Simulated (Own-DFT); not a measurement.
## Calculated data, AlGa3N4 (wurtzite random alloy, strained, atoms displaced)

A calculation, not a measurement: plane-wave density functional theory by an unreviewed code, no spin, of a simulated periodic cell, stress positive in tension, run twice, with PBE and with PBEsol, both on files made for PBE, so the change isn't that of files made for PBEsol, forces on such cells passed a denser k mesh, this cell's mesh not checked; the far tail of each file's local potential was reset to the Coulomb form; each entry is a single point on an unrelaxed cell, so the pressure reflects the starting lattice, mostly measured values (interpolated for alloys), from which strain is counted, and rises with the displacements; printed positions are rounded, which can move forces by about a meV/angstrom; the program, named Own-DFT, is a retired in-house code; no spin-orbit coupling; stress was not checked against mesh or cutoff. Program: Own-DFT development build.

Common to all runs: functional PBE, then PBEsol; potential files PseudoDojo norm-conserving, scalar-relativistic, standard set; wave cutoff 42 hartree; occupations Fermi-Dirac; smearing width 0.1 eV; k mesh 4 x 4 x 3 centred on Gamma.

```json
{"entry": 1, "formula": "AlGa3N4", "kind": "wurtzite random alloy, strained, atoms displaced", "structure": {"cell_angstrom": [[9.5806, 0.0, 0.0], [-4.7903, 8.297, 0.0], [0.0, 0.0, 10.2685]], "atoms_fractional": [["Ga", 0.10445, 0.21197, 0.99567], ["Ga", 0.23031, 0.12202, 0.24829], ["N", 0.10058, 0.22227, 0.19359], ["N", 0.22724, 0.12084, 0.44235], ["Al", 0.1077, 0.21979, 0.50527], ["Ga", 0.21772, 0.10705, 0.75027], ["N", 0.11927, 0.22937, 0.6875], ["N", 0.22347, 0.111, 0.94507], ["Ga", 0.11476, 0.5579, 0.00527], ["Ga", 0.22197, 0.44904, 0.25148], ["N", 0.10878, 0.55285, 0.18874], ["N", 0.2215, 0.44021, 0.43738], ["Ga", 0.11188, 0.55466, 0.49702], ["Ga", 0.22579, 0.45292, 0.75529], ["N", 0.12286, 0.57021, 0.69541], ["N", 0.22424, 0.4385, 0.9331], ["Ga", 0.12483, 0.90489, 0.98909], ["Ga", 0.22365, 0.76852, 0.24878], ["N", 0.10924, 0.89026, 0.18533], ["N", 0.22561, 0.77679, 0.43732], ["Ga", 0.10721, 0.8897, 0.50264], ["Al", 0.21865, 0.77875, 0.75819], ["N", 0.12773, 0.89519, 0.68731], ["N", 0.22072, 0.77119, 0.9421], ["Ga", 0.44761, 0.22051, 0.99927], ["Ga", 0.56211, 0.11431, 0.24993], ["N", 0.4336, 0.21292, 0.19376], ["N", 0.55893, 0.11814, 0.43383], ["Al", 0.45008, 0.2211, 0.49888], ["Al", 0.56077, 0.10967, 0.74304], ["N", 0.43578, 0.20818, 0.69057], ["N", 0.55552, 0.10705, 0.94901], ["Al", 0.44684, 0.55443, 0.00432], ["Ga", 0.56572, 0.45866, 0.2537], ["N", 0.45536, 0.55849, 0.17936], ["N", 0.55566, 0.4499, 0.43882], ["Ga", 0.43921, 0.54702, 0.49764], ["Al", 0.55997, 0.4417, 0.74392], ["N", 0.44662, 0.5571, 0.68571], ["N", 0.54699, 0.44476, 0.9372], ["Ga", 0.44494, 0.88891, 0.99465], ["Ga", 0.55416, 0.77367, 0.25424], ["N", 0.43915, 0.89004, 0.19353], ["N", 0.5475, 0.76643, 0.434], ["Ga", 0.43544, 0.89742, 0.49888], ["Ga", 0.5572, 0.77622, 0.74432], ["N", 0.44033, 0.88507, 0.69013], ["N", 0.56309, 0.77054, 0.9394], ["Al", 0.77233, 0.21789, 0.99723], ["Al", 0.88121, 0.11121, 0.25102], ["N", 0.78028, 0.22339, 0.19087], ["N", 0.89517, 0.11281, 0.44592], ["Ga", 0.77847, 0.22367, 0.50166], ["Ga", 0.89113, 0.11488, 0.7478], ["N", 0.77933, 0.228, 0.69107], ["N", 0.88777, 0.10624, 0.93504], ["Al", 0.77412, 0.55651, 0.99465], ["Ga", 0.89512, 0.44848, 0.24845], ["N", 0.77791, 0.5588, 0.18868], ["N", 0.88188, 0.44733, 0.43287], ["Ga", 0.77729, 0.55892, 0.50152], ["Ga", 0.89051, 0.45471, 0.7424], ["N", 0.77522, 0.55555, 0.69396], ["N", 0.8947, 0.4484, 0.93985], ["Ga", 0.77258, 0.88831, 0.00872], ["Ga", 0.89174, 0.77468, 0.2524], ["N", 0.78555, 0.88706, 0.19551], ["N", 0.88747, 0.7804, 0.43873], ["Ga", 0.77166, 0.88248, 0.50237], ["Ga", 0.88942, 0.7738, 0.74586], ["N", 0.7726, 0.8814, 0.68414], ["N", 0.88863, 0.78051, 0.94482]]}, "results": {"PBE_pressure [GPa]": 3.93, "PBE_stress_xx [GPa]": -2.98, "PBE_stress_yy [GPa]": -2.9, "PBE_stress_zz [GPa]": -5.92, "PBE_stress_yz [GPa]": 0.23, "PBE_stress_xz [GPa]": -0.01, "PBE_stress_xy [GPa]": -0.69, "PBEsol_pressure [GPa]": -0.82, "PBEsol_stress_xx [GPa]": 1.77, "PBEsol_stress_yy [GPa]": 1.85, "PBEsol_stress_zz [GPa]": -1.15, "PBEsol_stress_yz [GPa]": 0.22, "PBEsol_stress_xz [GPa]": 0.0, "PBEsol_stress_xy [GPa]": -0.66, "force_element": ["Ga", "Ga", "N", "N", "Al", "Ga", "N", "N", "Ga", "Ga", "N", "N", "Ga", "Ga", "N", "N", "Ga", "Ga", "N", "N", "Ga", "Al", "N", "N", "Ga", "Ga", "N", "N", "Al", "Al", "N", "N", "Al", "Ga", "N", "N", "Ga", "Al", "N", "N", "Ga", "Ga", "N", "N", "Ga", "Ga", "N", "N", "Al", "Al", "N", "N", "Ga", "Ga", "N", "N", "Al", "Ga", "N", "N", "Ga", "Ga", "N", "N", "Ga", "Ga", "N", "N", "Ga", "Ga", "N", "N"], "PBE_force_x [eV/angstrom]": [-0.242, -2.565, 0.236, 0.22, 0.901, -0.045, -0.797, 0.319, 0.139, 1.06, 0.634, -0.81, 0.008, 0.544, -1.106, 0.134, -0.918, -1.706, 0.955, -1.598, 0.794, 1.29, -1.333, -0.035, -0.575, -1.181, 2.778, -0.194, -1.483, -0.982, 1.965, 0.635, -0.559, -0.173, -1.583, 1.086, -0.615, -2.024, 0.964, 1.784, 0.737, -0.008, 1.652, -0.327, 1.949, -0.456, -0.245, -1.917, 1.177, 1.487, 0.322, -0.894, 0.468, 0.475, -0.485, -1.52, 0.432, -1.43, 0.85, 1.09, -0.205, 1.822, -0.537, -1.514, 1.201, 0.585, -1.792, 0.537, -0.599, -0.235, 0.882, 0.574], "PBE_force_y [eV/angstrom]": [1.416, -2.125, 0.034, -0.239, 0.423, 1.206, -0.502, 2.014, -1.263, -1.087, 0.188, -0.658, 0.21, -0.313, -0.851, 0.803, -4.002, 1.884, 0.012, -0.308, 0.648, 0.334, -1.695, 1.304, 0.817, -0.368, 2.548, -0.077, 0.408, -0.467, 1.987, 0.926, -0.24, -1.872, -0.295, -1.674, 0.891, -0.575, -1.088, 0.047, -1.268, 0.837, -0.175, 1.27, -0.783, -0.302, 1.096, -0.172, 1.041, -0.429, -0.224, -0.111, 0.014, -0.542, -0.388, 0.458, 0.16, -0.509, -0.68, -0.103, 0.114, -0.627, -0.343, -1.003, -0.052, 0.897, 1.304, -0.432, 0.507, 1.481, 1.176, -0.613], "PBE_force_z [eV/angstrom]": [1.273, 0.965, -0.634, 0.558, -0.972, 0.266, 0.077, -1.918, -1.286, -0.744, 0.304, 0.644, 0.726, -1.416, -1.178, 2.761, 2.611, -0.138, 0.335, 0.075, -1.382, -0.647, 0.932, -1.116, 0.801, -0.869, -1.158, 1.612, -0.031, 1.063, -0.666, -2.369, -2.021, -0.755, 1.468, 0.851, 0.642, 1.023, 0.418, -0.719, 1.211, -1.471, -0.962, 1.721, 0.166, 0.897, 0.593, -0.203, 0.331, 0.636, -1.165, -0.993, -0.618, -0.273, -0.011, 0.573, 0.555, -0.577, -1.254, 1.512, -0.484, 1.713, -1.071, 0.128, -0.505, -0.837, 0.273, 0.871, -1.409, 1.501, 0.975, -1.208], "PBEsol_force_x [eV/angstrom]": [-0.23, -2.489, 0.373, 0.218, 0.893, -0.032, -0.777, 0.309, 0.117, 1.019, 0.625, -0.787, 0.021, 0.523, -1.08, 0.023, -0.909, -1.656, 0.926, -1.553, 0.776, 1.287, -1.453, -0.022, -0.581, -1.164, 2.709, -0.05, -1.475, -0.975, 1.792, 0.465, -0.586, -0.173, -1.53, 1.053, -0.602, -2.029, 0.831, 1.774, 0.698, -0.001, 1.617, -0.299, 1.906, -0.437, -0.131, -1.867, 1.189, 1.46, 0.167, -1.025, 0.46, 0.476, -0.339, -1.369, 0.431, -1.402, 0.825, 1.073, -0.198, 1.794, -0.356, -1.368, 1.193, 0.555, -1.749, 0.526, -0.576, -0.251, 0.857, 0.562], "PBEsol_force_y [eV/angstrom]": [1.379, -2.081, 0.113, -0.365, 0.423, 1.181, -0.498, 1.943, -1.226, -1.068, 0.193, -0.5, 0.227, -0.317, -1.02, 0.732, -3.901, 1.848, 0.01, -0.3, 0.634, 0.346, -1.559, 1.278, 0.775, -0.365, 2.478, -0.161, 0.412, -0.478, 1.885, 0.807, -0.248, -1.801, -0.271, -1.503, 0.9, -0.595, -0.991, -0.097, -1.22, 0.797, -0.181, 1.235, -0.792, -0.299, 1.002, -0.01, 1.045, -0.444, -0.138, -0.188, 0.009, -0.523, -0.294, 0.39, 0.148, -0.495, -0.654, -0.1, 0.124, -0.612, -0.236, -0.912, -0.06, 0.875, 1.132, -0.427, 0.487, 1.445, 1.138, -0.455], "PBEsol_force_z [eV/angstrom]": [1.228, 0.943, -0.674, 0.449, -0.968, 0.253, 0.25, -1.881, -1.258, -0.709, 0.297, 0.57, 0.706, -1.371, -1.217, 2.639, 2.58, -0.126, 0.329, 0.066, -1.34, -0.637, 0.841, -0.936, 0.792, -0.83, -1.142, 1.517, -0.032, 1.075, -0.609, -2.264, -2.03, -0.723, 1.668, 0.785, 0.618, 1.013, 0.363, -0.672, 1.204, -1.414, -0.94, 1.664, 0.156, 0.862, 0.482, -0.244, 0.333, 0.659, -1.064, -0.907, -0.605, -0.25, -0.079, 0.523, 0.551, -0.543, -1.081, 1.477, -0.492, 1.68, -1.111, 0.05, -0.513, -0.817, 0.203, 0.851, -1.361, 1.463, 0.935, -1.234], "rms_change_of_force_components_from_PBE_to_PBEsol [eV/angstrom]": 0.068}}
{"entry": 2, "formula": "AlGa3N4", "kind": "wurtzite random alloy, strained, atoms displaced", "structure": {"cell_angstrom": [[9.5806, 0.0, 0.0], [-4.7903, 8.297, 0.0], [0.0, 0.0, 10.2685]], "atoms_fractional": [["Ga", 0.11579, 0.2191, 0.00314], ["Ga", 0.23098, 0.11798, 0.2548], ["N", 0.10966, 0.22073, 0.19112], ["N", 0.21679, 0.10663, 0.43954], ["Ga", 0.11727, 0.22206, 0.49083], ["Ga", 0.2213, 0.10131, 0.7421], ["N", 0.11547, 0.22227, 0.67915], ["N", 0.21529, 0.11087, 0.94916], ["Al", 0.10853, 0.55707, 0.99636], ["Ga", 0.2197, 0.45133, 0.25047], ["N", 0.11807, 0.56096, 0.19025], ["N", 0.22426, 0.44791, 0.43625], ["Ga", 0.12025, 0.56052, 0.49875], ["Ga", 0.21503, 0.43322, 0.74857], ["N", 0.11379, 0.56258, 0.68614], ["N", 0.22787, 0.45478, 0.94224], ["Al", 0.11394, 0.8849, 0.00024], ["Ga", 0.22682, 0.79019, 0.24499], ["N", 0.11476, 0.89226, 0.18335], ["N", 0.22461, 0.77263, 0.44364], ["Al", 0.10885, 0.88, 0.49526], ["Al", 0.22022, 0.7801, 0.74415], ["N", 0.11918, 0.89411, 0.68587], ["N", 0.22332, 0.78361, 0.93525], ["Ga", 0.441, 0.22494, 0.9989], ["Ga", 0.54598, 0.11197, 0.24433], ["N", 0.44325, 0.22642, 0.19447], ["N", 0.56212, 0.10803, 0.44297], ["Ga", 0.45456, 0.21417, 0.51111], ["Ga", 0.56116, 0.11069, 0.74836], ["N", 0.44672, 0.22326, 0.68739], ["N", 0.54968, 0.11419, 0.9439], ["Ga", 0.45152, 0.5613, 9e-05], ["Ga", 0.54433, 0.44273, 0.24907], ["N", 0.44827, 0.56214, 0.18458], ["N", 0.54544, 0.45271, 0.44981], ["Ga", 0.44163, 0.55395, 0.49906], ["Ga", 0.56225, 0.4491, 0.73787], ["N", 0.43842, 0.54409, 0.69498], ["N", 0.55264, 0.4359, 0.93885], ["Ga", 0.44652, 0.89068, 0.00211], ["Ga", 0.56239, 0.78094, 0.25281], ["N", 0.44573, 0.88337, 0.18872], ["N", 0.5576, 0.77416, 0.4391], ["Ga", 0.43753, 0.89468, 0.49623], ["Al", 0.56118, 0.78791, 0.74622], ["N", 0.44561, 0.88772, 0.68876], ["N", 0.55496, 0.7873, 0.92568], ["Ga", 0.77798, 0.222, 0.00258], ["Al", 0.88182, 0.10329, 0.25802], ["N", 0.78303, 0.22025, 0.18835], ["N", 0.88525, 0.112, 0.43831], ["Ga", 0.78238, 0.22549, 0.50849], ["Ga", 0.88388, 0.09758, 0.75119], ["N", 0.78197, 0.21344, 0.69601], ["N", 0.89607, 0.11198, 0.93609], ["Ga", 0.77724, 0.55988, 0.00462], ["Ga", 0.89756, 0.44322, 0.2523], ["N", 0.78561, 0.55642, 0.18722], ["N", 0.89397, 0.45354, 0.44352], ["Al", 0.77182, 0.54874, 0.50302], ["Al", 0.89248, 0.44504, 0.75257], ["N", 0.78988, 0.56707, 0.68772], ["N", 0.89927, 0.45522, 0.94249], ["Al", 0.78194, 0.88231, 0.997], ["Ga", 0.89703, 0.77702, 0.25379], ["N", 0.77152, 0.88824, 0.18901], ["N", 0.89036, 0.77835, 0.43692], ["Ga", 0.77465, 0.88957, 0.50269], ["Ga", 0.89294, 0.7771, 0.74755], ["N", 0.77689, 0.88904, 0.69009], ["N", 0.88867, 0.76983, 0.94084]]}, "results": {"PBE_pressure [GPa]": 4.17, "PBE_stress_xx [GPa]": -3.31, "PBE_stress_yy [GPa]": -3.26, "PBE_stress_zz [GPa]": -5.93, "PBE_stress_yz [GPa]": -0.54, "PBE_stress_xz [GPa]": 0.39, "PBE_stress_xy [GPa]": 0.96, "PBEsol_pressure [GPa]": -0.6, "PBEsol_stress_xx [GPa]": 1.43, "PBEsol_stress_yy [GPa]": 1.55, "PBEsol_stress_zz [GPa]": -1.18, "PBEsol_stress_yz [GPa]": -0.53, "PBEsol_stress_xz [GPa]": 0.37, "PBEsol_stress_xy [GPa]": 0.93, "force_element": ["Ga", "Ga", "N", "N", "Ga", "Ga", "N", "N", "Al", "Ga", "N", "N", "Ga", "Ga", "N", "N", "Al", "Ga", "N", "N", "Al", "Al", "N", "N", "Ga", "Ga", "N", "N", "Ga", "Ga", "N", "N", "Ga", "Ga", "N", "N", "Ga", "Ga", "N", "N", "Ga", "Ga", "N", "N", "Ga", "Al", "N", "N", "Ga", "Al", "N", "N", "Ga", "Ga", "N", "N", "Ga", "Ga", "N", "N", "Al", "Al", "N", "N", "Al", "Ga", "N", "N", "Ga", "Ga", "N", "N"], "PBE_force_x [eV/angstrom]": [-1.848, -1.703, -0.67, 2.031, -1.22, -0.739, -0.41, 2.003, 1.461, 1.248, -1.053, -0.12, -0.548, 0.109, -0.503, -0.751, -0.655, 0.517, -0.17, -1.853, -0.451, 1.218, -0.113, -0.315, -0.2, 2.262, 0.415, -0.503, -1.955, -0.755, 0.719, 1.068, -0.476, 1.386, -0.328, 4.427, -1.788, -0.251, -0.3, 0.151, -0.249, -0.614, -0.483, -1.085, 2.289, -0.581, -0.586, 1.954, 0.41, 0.474, -0.427, 0.496, 0.479, 1.353, -0.888, -0.6, 0.285, -0.786, -0.81, -0.743, -0.121, 0.335, 0.49, -0.652, -1.148, -1.12, 1.96, 0.503, 0.601, -0.165, 0.17, -0.084], "PBE_force_y [eV/angstrom]": [1.703, -0.715, -0.146, -1.315, 0.354, 2.577, -1.256, -1.926, 0.743, -0.829, 0.672, -0.488, -1.29, 1.214, -0.582, -0.844, 0.625, -1.62, 0.422, 1.758, 0.787, -0.218, -2.181, -0.798, -0.635, -0.052, -0.058, 1.065, 0.949, -0.316, -0.385, -0.076, -0.025, 1.359, -0.35, -2.215, 1.199, -0.268, 2.479, 1.866, -0.148, -0.709, 1.124, 0.714, -1.211, -1.988, -0.219, -0.14, 0.244, 0.639, -0.424, -0.053, 0.256, 1.99, 2.24, -1.174, -1.691, 0.023, -0.444, -0.787, 1.266, 0.224, -2.47, -1.181, 0.997, 0.01, 0.801, -0.7, -0.043, 1.065, -1.63, 2.235], "PBE_force_z [eV/angstrom]": [0.224, -0.602, 1.11, 0.53, 0.586, 1.564, 0.811, -1.887, 0.549, -0.789, -1.255, 0.178, 0.534, 0.824, 1.058, -0.083, -0.5, 0.589, 0.218, -1.374, 0.246, 0.919, -1.15, -0.173, 0.221, 0.608, -0.87, -1.142, -2.573, 1.099, 1.734, -0.521, -1.458, 0.917, 0.854, -1.454, 1.667, 1.752, -0.807, -0.638, -0.955, 0.053, 0.423, 0.529, 0.936, -0.279, -0.059, 1.485, -0.738, -1.631, 1.069, 0.097, -0.825, 0.205, -0.09, 0.978, -0.685, -0.261, 1.485, 0.173, -0.969, 0.085, -0.644, -1.26, 0.217, -1.022, -1.016, 1.672, -0.707, 0.697, -0.191, -0.29], "PBEsol_force_x [eV/angstrom]": [-1.787, -1.659, -0.543, 1.967, -1.18, -0.728, -0.397, 1.95, 1.469, 1.217, -1.023, -0.119, -0.522, 0.144, -0.382, -0.599, -0.656, 0.519, -0.152, -1.676, -0.448, 1.224, -0.246, -0.17, -0.191, 2.208, 0.401, -0.523, -1.925, -0.737, 0.719, 1.053, -0.485, 1.334, -0.31, 4.205, -1.735, -0.277, -0.28, 0.144, -0.243, -0.594, -0.491, -1.05, 2.242, -0.575, -0.6, 1.804, 0.391, 0.481, -0.536, 0.481, 0.484, 1.309, -0.879, -0.584, 0.295, -0.768, -0.785, -0.582, -0.15, 0.316, 0.366, -0.799, -1.158, -1.099, 1.892, 0.371, 0.587, -0.171, 0.31, -0.068], "PBEsol_force_y [eV/angstrom]": [1.66, -0.683, -0.08, -1.148, 0.347, 2.522, -1.218, -1.734, 0.759, -0.798, 0.64, -0.471, -1.26, 1.185, -0.655, -0.9, 0.622, -1.599, 0.402, 1.658, 0.794, -0.198, -2.032, -0.734, -0.611, -0.047, -0.068, 1.037, 0.926, -0.318, -0.38, -0.08, -0.048, 1.318, -0.347, -2.211, 1.145, -0.273, 2.315, 1.831, -0.145, -0.701, 1.111, 0.697, -1.179, -1.995, -0.056, -0.182, 0.247, 0.632, -0.331, -0.05, 0.212, 1.949, 2.059, -1.035, -1.653, 0.033, -0.414, -0.843, 1.263, 0.197, -2.334, -1.241, 0.977, -0.002, 0.639, -0.644, -0.036, 1.025, -1.499, 2.033], "PBEsol_force_z [eV/angstrom]": [0.218, -0.582, 1.034, 0.458, 0.597, 1.505, 0.797, -1.868, 0.572, -0.755, -1.09, 0.168, 0.518, 0.797, 0.922, -0.134, -0.512, 0.576, 0.394, -1.376, 0.238, 0.915, -1.035, -0.126, 0.217, 0.597, -0.852, -1.099, -2.493, 1.065, 1.666, -0.51, -1.415, 0.888, 0.834, -1.46, 1.617, 1.721, -0.837, -0.605, -0.936, 0.051, 0.406, 0.503, 0.924, -0.316, -0.156, 1.608, -0.7, -1.627, 0.975, 0.278, -0.803, 0.192, -0.142, 0.904, -0.666, -0.259, 1.432, 0.111, -0.979, 0.078, -0.524, -1.157, 0.217, -0.981, -0.906, 1.531, -0.69, 0.681, -0.241, -0.369], "rms_change_of_force_components_from_PBE_to_PBEsol [eV/angstrom]": 0.069}}
{"entry": 3, "formula": "AlGa3N4", "kind": "wurtzite random alloy, strained, atoms displaced", "structure": {"cell_angstrom": [[9.5806, 0.0, 0.0], [-4.7903, 8.297, 0.0], [0.0, 0.0, 10.2685]], "atoms_fractional": [["Ga", 0.10812, 0.2196, 0.99662], ["Al", 0.22582, 0.11709, 0.24724], ["N", 0.11301, 0.22179, 0.18881], ["N", 0.21939, 0.10688, 0.43653], ["Al", 0.11673, 0.22523, 0.50848], ["Ga", 0.22113, 0.09419, 0.74649], ["N", 0.10518, 0.21519, 0.69508], ["N", 0.21684, 0.10905, 0.93964], ["Ga", 0.11333, 0.56182, 0.00356], ["Ga", 0.22563, 0.4487, 0.24219], ["N", 0.10702, 0.54727, 0.18564], ["N", 0.226, 0.44562, 0.44234], ["Ga", 0.11674, 0.56023, 0.50035], ["Ga", 0.23262, 0.44614, 0.74681], ["N", 0.10722, 0.54896, 0.69387], ["N", 0.22752, 0.45384, 0.93858], ["Ga", 0.10542, 0.88114, 0.9988], ["Ga", 0.21897, 0.76863, 0.25048], ["N", 0.11071, 0.87838, 0.18831], ["N", 0.23121, 0.78161, 0.43112], ["Ga", 0.11922, 0.8964, 0.49837], ["Al", 0.22031, 0.77809, 0.74792], ["N", 0.10984, 0.89354, 0.6897], ["N", 0.22146, 0.76383, 0.93387], ["Al", 0.44389, 0.21768, 0.9905], ["Ga", 0.55153, 0.09873, 0.25413], ["N", 0.43663, 0.22167, 0.19678], ["N", 0.54756, 0.10476, 0.43993], ["Ga", 0.44854, 0.2292, 0.49552], ["Al", 0.55386, 0.11415, 0.75014], ["N", 0.43376, 0.21392, 0.69231], ["N", 0.5594, 0.11845, 0.93966], ["Ga", 0.44346, 0.5519, 0.99599], ["Ga", 0.55684, 0.44506, 0.24353], ["N", 0.44009, 0.55096, 0.18732], ["N", 0.55205, 0.43692, 0.44021], ["Al", 0.44578, 0.55606, 0.5048], ["Ga", 0.54587, 0.43605, 0.75641], ["N", 0.437, 0.55296, 0.68871], ["N", 0.55888, 0.45149, 0.94043], ["Ga", 0.44915, 0.89256, 0.00131], ["Ga", 0.54839, 0.77592, 0.25035], ["N", 0.44098, 0.89518, 0.19349], ["N", 0.55845, 0.7774, 0.44056], ["Ga", 0.44127, 0.88414, 0.49788], ["Ga", 0.55983, 0.79603, 0.75427], ["N", 0.43141, 0.87195, 0.68969], ["N", 0.55804, 0.77456, 0.94225], ["Ga", 0.76665, 0.21509, 0.00381], ["Ga", 0.89073, 0.1188, 0.24935], ["N", 0.79114, 0.22489, 0.19515], ["N", 0.89614, 0.10929, 0.42703], ["Al", 0.77621, 0.22783, 0.50007], ["Al", 0.89363, 0.11724, 0.75242], ["N", 0.78665, 0.22942, 0.68651], ["N", 0.88991, 0.1095, 0.94451], ["Ga", 0.77839, 0.56067, 0.00797], ["Ga", 0.88291, 0.44269, 0.24204], ["N", 0.78201, 0.55994, 0.19528], ["N", 0.88451, 0.43394, 0.43439], ["Al", 0.79129, 0.5633, 0.50357], ["Ga", 0.88709, 0.43578, 0.75502], ["N", 0.78769, 0.55013, 0.69138], ["N", 0.8827, 0.42913, 0.93909], ["Ga", 0.79183, 0.91024, 7e-05], ["Ga", 0.89014, 0.78857, 0.24124], ["N", 0.767, 0.8838, 0.20099], ["N", 0.89602, 0.78269, 0.4399], ["Ga", 0.78166, 0.89559, 0.49543], ["Ga", 0.88033, 0.76954, 0.75374], ["N", 0.78311, 0.88346, 0.68653], ["N", 0.89402, 0.77974, 0.94005]]}, "results": {"PBE_pressure [GPa]": 4.82, "PBE_stress_xx [GPa]": -3.82, "PBE_stress_yy [GPa]": -5.2, "PBE_stress_zz [GPa]": -5.42, "PBE_stress_yz [GPa]": 1.0, "PBE_stress_xz [GPa]": -0.47, "PBE_stress_xy [GPa]": -0.6, "PBEsol_pressure [GPa]": 0.02, "PBEsol_stress_xx [GPa]": 0.96, "PBEsol_stress_yy [GPa]": -0.34, "PBEsol_stress_zz [GPa]": -0.68, "PBEsol_stress_yz [GPa]": 0.98, "PBEsol_stress_xz [GPa]": -0.44, "PBEsol_stress_xy [GPa]": -0.58, "force_element": ["Ga", "Al", "N", "N", "Al", "Ga", "N", "N", "Ga", "Ga", "N", "N", "Ga", "Ga", "N", "N", "Ga", "Ga", "N", "N", "Ga", "Al", "N", "N", "Al", "Ga", "N", "N", "Ga", "Al", "N", "N", "Ga", "Ga", "N", "N", "Al", "Ga", "N", "N", "Ga", "Ga", "N", "N", "Ga", "Ga", "N", "N", "Ga", "Ga", "N", "N", "Al", "Al", "N", "N", "Ga", "Ga", "N", "N", "Al", "Ga", "N", "N", "Ga", "Ga", "N", "N", "Ga", "Ga", "N", "N"], "PBE_force_x [eV/angstrom]": [0.693, -0.715, 0.479, -0.382, -0.518, -1.994, 0.444, 1.793, 0.017, -0.222, -0.28, 0.581, -0.425, -2.503, 0.224, -0.273, 1.663, -0.554, -0.505, -1.186, -0.39, -0.57, 1.168, -0.544, -1.467, -0.398, 1.595, 1.498, -0.505, 0.591, 2.197, -1.269, -0.504, -0.295, 0.646, 0.323, 0.326, 0.589, 2.66, 0.698, -0.428, 0.125, 0.714, -0.428, 0.89, 1.763, -0.926, 0.073, 1.85, 2.059, -3.439, -0.71, 0.87, -0.063, -0.927, -1.106, 0.668, 0.959, -0.806, -0.536, -0.59, 0.504, -1.939, -0.406, -0.376, 0.839, 0.336, -0.047, 0.618, 0.873, -1.738, -1.363], "PBE_force_y [eV/angstrom]": [1.676, -1.274, -0.389, 1.915, -0.487, 2.63, 0.257, -0.075, -2.298, -1.424, 0.864, -0.312, -0.976, -0.977, 1.559, -1.528, 0.772, 0.151, 1.88, -0.804, -1.119, -1.495, -3.649, 3.033, 0.844, 3.053, -0.369, 0.968, -1.823, -0.436, 0.542, -1.274, 0.633, -0.191, 1.111, 3.324, -0.153, 1.171, 1.341, -2.008, -1.046, -0.558, -2.161, -0.972, 0.238, -2.094, 2.984, 1.626, 1.053, -1.339, -0.475, 1.636, -1.302, -0.985, -3.246, 2.575, -0.626, 0.248, 0.04, 1.648, -0.789, 1.381, 0.108, 1.635, -4.816, -0.718, 1.461, -1.214, -0.473, 0.03, 1.862, -0.373], "PBE_force_z [eV/angstrom]": [0.576, 0.526, -0.34, -0.228, -1.349, 1.482, -0.784, -0.071, -1.085, 1.508, 0.818, -0.003, 0.194, 0.997, -0.552, -0.052, 0.273, -0.824, -0.108, 1.552, -0.136, 0.194, -0.467, -0.507, 1.737, 0.232, -2.276, 1.047, 0.405, -0.811, -0.166, -1.309, 0.662, 1.372, -0.26, 0.148, -0.843, -1.533, -0.629, 0.605, -0.109, 0.278, -1.528, 0.279, 0.46, -0.231, 0.022, 0.088, 0.774, -0.123, -1.66, 3.663, -0.636, -0.433, -0.114, -2.463, -1.118, 1.523, -0.837, 0.676, -0.743, -0.042, -0.779, 1.31, 1.589, 1.928, -2.2, -0.103, 0.048, -0.651, 0.794, 0.339], "PBEsol_force_x [eV/angstrom]": [0.665, -0.72, 0.326, -0.26, -0.507, -1.968, 0.582, 1.633, 0.037, -0.227, -0.264, 0.441, -0.397, -2.441, 0.223, -0.253, 1.599, -0.547, -0.51, -1.15, -0.4, -0.592, 1.048, -0.534, -1.462, -0.405, 1.717, 1.359, -0.501, 0.616, 2.013, -1.071, -0.493, -0.289, 0.622, 0.331, 0.326, 0.557, 2.577, 0.666, -0.408, 0.14, 0.712, -0.426, 0.863, 1.71, -0.733, 0.052, 1.819, 2.003, -3.359, -0.717, 0.872, -0.081, -0.927, -1.07, 0.639, 0.954, -0.791, -0.427, -0.586, 0.492, -1.88, -0.394, -0.373, 0.824, 0.349, -0.05, 0.615, 0.851, -1.703, -1.315], "PBEsol_force_y [eV/angstrom]": [1.622, -1.306, -0.3, 1.794, -0.491, 2.577, 0.338, -0.145, -2.241, -1.391, 0.859, -0.227, -0.97, -0.943, 1.399, -1.492, 0.742, 0.161, 1.725, -0.793, -1.067, -1.491, -3.478, 2.947, 0.858, 2.961, -0.248, 0.879, -1.793, -0.447, 0.597, -1.327, 0.627, -0.205, 1.083, 3.109, -0.146, 1.152, 1.273, -1.843, -1.035, -0.524, -2.113, -0.803, 0.23, -2.077, 2.901, 1.607, 1.038, -1.307, -0.463, 1.479, -1.331, -0.993, -3.028, 2.493, -0.602, 0.238, 0.028, 1.728, -0.791, 1.346, 0.111, 1.599, -4.701, -0.714, 1.434, -1.033, -0.465, 0.04, 1.714, -0.365], "PBEsol_force_z [eV/angstrom]": [0.575, 0.531, -0.394, -0.116, -1.34, 1.443, -0.684, -0.121, -1.052, 1.464, 0.787, -0.089, 0.178, 0.991, -0.585, -0.054, 0.279, -0.797, -0.152, 1.519, -0.141, 0.182, -0.499, -0.334, 1.745, 0.252, -2.187, 0.97, 0.375, -0.816, -0.197, -1.187, 0.645, 1.351, -0.261, 0.075, -0.855, -1.473, -0.448, 0.545, -0.091, 0.283, -1.49, 0.215, 0.431, -0.223, -0.063, 0.066, 0.758, -0.097, -1.638, 3.493, -0.645, -0.402, -0.034, -2.264, -1.092, 1.502, -0.854, 0.55, -0.756, -0.043, -0.611, 1.271, 1.553, 1.895, -2.162, -0.146, 0.029, -0.629, 0.745, 0.327], "rms_change_of_force_components_from_PBE_to_PBEsol [eV/angstrom]": 0.071}}
```
